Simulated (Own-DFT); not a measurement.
# One host, several defects: zincblende GaAs

Everything here is calculated. The program is Own-DFT (plane waves, in-house, since retired, never reviewed by a person); positions were held fixed, and spin and spin-orbit coupling were off.

All runs used: PBE; PseudoDojo norm-conserving scalar-relativistic files; cutoff 42 hartree; 3 x 3 x 3 k mesh centred on Gamma; Fermi-Dirac smearing of 0.1 eV.

Limits (not all hold for every row): not probed for a lower state with spin; forces not confirmed at this smearing and k mesh; stress not checked against mesh or cutoff.

All runs share one cell, with vectors in Å (11.737, 0.000, 0.000); (0.000, 11.737, 0.000); (0.000, 0.000, 10.919) and a volume of 1504.3 Å³, strained against the parent crystal. The atoms are randomly displaced, by u rms on each axis. The defect's site can differ from row to row.

```
                             cell     formula   u (Å)  P (GPa)
                        no defect    As32Ga32  0.0298     0.78
                        no defect    As32Ga32  0.0309     0.75
                        no defect    As32Ga32  0.0535     1.09
              one In on a Ga site  As32Ga31In  0.0303     1.38
              one In on a Ga site  As32Ga31In  0.0304     1.34
              one In on a Ga site  As32Ga31In  0.0490     1.69
              one P on an As site   As31Ga32P  0.0290     0.52
              one P on an As site   As31Ga32P  0.0303     0.52
              one P on an As site   As31Ga32P  0.0417        ?
              one P on an As site   As31Ga32P  0.0489     0.86
one As vacancy and one Ga vacancy    As31Ga31  0.0309     0.53
one As vacancy and one Ga vacancy    As31Ga31  0.0472     0.73
one As vacancy and one Ga vacancy    As31Ga31  0.0474     0.77
              one Al on a Ga site  AlAs32Ga31  0.0302     0.72
              one Al on a Ga site  AlAs32Ga31  0.0307     0.75
              one Al on a Ga site  AlAs32Ga31  0.0510     1.14
```

## Worked fit

P = P0 + c u² + a shift for each defect gives P0 = 0.55 GPa, c = 203 ± 12 GPa/Å² and a scatter of 0.04 GPa. The shifts, and each times the cell's volume:

- one In on a Ga site: 0.63 ± 0.03 GPa, 5.9 eV
- one Al on a Ga site: 0.02 ± 0.03 GPa, 0.2 eV (not resolved)
- one P on an As site: -0.20 ± 0.03 GPa, -1.9 eV
- one As vacancy and one Ga vacancy: -0.24 ± 0.03 GPa, -2.3 eV

Against the defect-free cell, a freed cell would be larger where the shift is positive and smaller where it is negative (160.2 GPa Å³ is 1 eV). The atoms around the defects weren't relaxed, which would change these numbers.

## Check

Question: what pressure belongs in the blank (one P on an As site, u = 0.0417 Å)?

The fit gives 0.71 ± 0.04 GPa. DFT gave 0.71 GPa.
